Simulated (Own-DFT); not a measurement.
# What a defect does to the pressure of its cell: 2H SiC

The numbers are computed, not measured, by runs of the plane-wave DFT program Own-DFT (in-house, retired, unreviewed) at fixed positions, with no spin and no spin-orbit coupling.

Common settings: PBE; PseudoDojo norm-conserving scalar-relativistic files; cutoff 42 hartree; 4 x 4 x 3 k mesh centred on Gamma; Fermi-Dirac smearing of 0.1 eV.

Limits (not all hold for every row): not probed for a lower state with spin; forces on such cells moved up to 12 meV/angstrom on a denser k mesh; forces on such cells passed a denser k mesh, each cell not checked; stress not checked against mesh or cutoff.

All runs share one cell, with vectors in Å (9.248, 0.000, 0.000); (-4.624, 8.009, 0.000); (0.000, 0.000, 10.068) and a volume of 745.7 Å³. The atoms are randomly displaced, by u rms on each axis. The defect's site can differ from row to row.

```
cell,formula,u (Å),P (GPa)
no defect,C36Si36,0.0293,3.84
no defect,C36Si36,0.0555,5.88
no defect,C36Si36,0.0626,7.44
one Si on a C site,C35Si37,0.0299,10.47
one Si on a C site,C35Si37,0.0304,10.50
one Si on a C site,C35Si37,0.0521,12.36
two N on a C site each,C34N2Si36,0.0283,2.98
two N on a C site each,C34N2Si36,0.0313,2.87
two N on a C site each,C34N2Si36,0.0480,?
two N on a C site each,C34N2Si36,0.0509,4.51
one Al on a Si site and one N on a C site,AlC35NSi35,0.0292,4.00
one Al on a Si site and one N on a C site,AlC35NSi35,0.0516,5.48
one Al on a Si site and one N on a C site,AlC35NSi35,0.0520,5.47
one C vacancy,C35Si36,0.0262,3.56
one C vacancy,C35Si36,0.0291,3.56
one C vacancy,C35Si36,0.0299,3.69
```

## Worked fit

P = P0 + c u² + a shift for each defect gives P0 = 3.08 GPa, c = 1007 ± 65 GPa/Å² and a scatter of 0.22 GPa. The shifts, and each times the cell's volume:

- one Si on a C site: 6.51 ± 0.19 GPa, 30.3 eV
- one Al on a Si site and one N on a C site: -0.19 ± 0.18 GPa, -0.9 eV (not resolved)
- one C vacancy: -0.30 ± 0.21 GPa, -1.4 eV (not resolved)
- two N on a C site each: -1.10 ± 0.19 GPa, -5.1 eV (-2.6 eV for each of its 2 sites)

Against the defect-free cell, a freed cell would be larger where the shift is positive and smaller where it is negative (160.2 GPa Å³ is 1 eV). The atoms around the defects weren't relaxed, which would change these numbers.

## Test on the hidden row

Q: what pressure belongs in the blank (two N on a C site each, u = 0.0480 Å)?

The fitted form gives 4.30 ± 0.26 GPa. The hidden result is 3.98 GPa.
